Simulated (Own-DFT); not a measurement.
# PBE and PBEsol under strain: C40 NbSi2, 36 atoms (Nb12Si24)

Source: density functional calculations with Own-DFT, an unreviewed in-house program that is no longer used. Nothing was measured or relaxed, and spin and spin-orbit coupling are left out.

Keep in mind: forces on such cells failed a check on a denser k mesh; stress not checked against mesh or cutoff.

Each geometry was run with PBE and with PBEsol, otherwise alike: PseudoDojo norm-conserving scalar-relativistic files made for PBE; cutoff 42 hartree; 4 x 4 x 5 k mesh centred on Gamma; cold (Marzari-Vanderbilt) smearing of 0.2 eV. Unstrained cell vectors in Å: (0.000, 8.324, 0.000); (-9.613, 0.000, 0.000); (0.000, 0.000, 6.586). Each has a uniform strain, of which the change of volume is shown, and random moves of rms u per axis.

```
run  volume change (%)   u (Å)  P with PBE (GPa)  P with PBEsol (GPa)
  1              -2.01  0.0505              6.71                 2.97
  2               2.42  0.0501             -1.45                -5.01
  3              -0.49  0.0494              3.82                 0.15
  4              -1.76  0.0458              5.64                 1.91
  5              -0.59  0.0484              4.22                 0.54
  6              -1.82  0.0538              7.16                 3.42
  7              -0.57  0.0488              3.60                -0.07
  8              -2.74  0.0501              8.54                 4.76
  9              -1.01  0.0501              4.27                 0.58
 10              -2.07  0.0524              7.73                 3.97
 11               1.59  0.0512              0.33                    ?
```

Q: by how much does PBEsol shrink this cell, and what belongs in the blank?

## Worked answer

Write v for the change of volume as a fraction. Fitted to v and u², the PBE pressure has a slope of -191 ± 9 GPa in v, with the ions held to the strained lattice. The difference PBEsol less PBE is -3.66 + 4.3 v GPa (slope ± 0.2) and averages -3.70 GPa. Divided by the mean slope of the two, 189 GPa, that makes PBEsol's volume at a given pressure, near 3 GPa, about 2.0 % smaller, or 0.65 % in lengths. At one volume PBEsol's slope is the smaller by 4 GPa, but its pressure there is lower too. If stiffness rises by about 4 GPa for each GPa, PBEsol at equal pressure is stiffer by about 10 GPa. Files made for PBEsol would give a different shift.

For run 11 the line gives -3.26 GPa. The hidden result is -3.26 GPa.
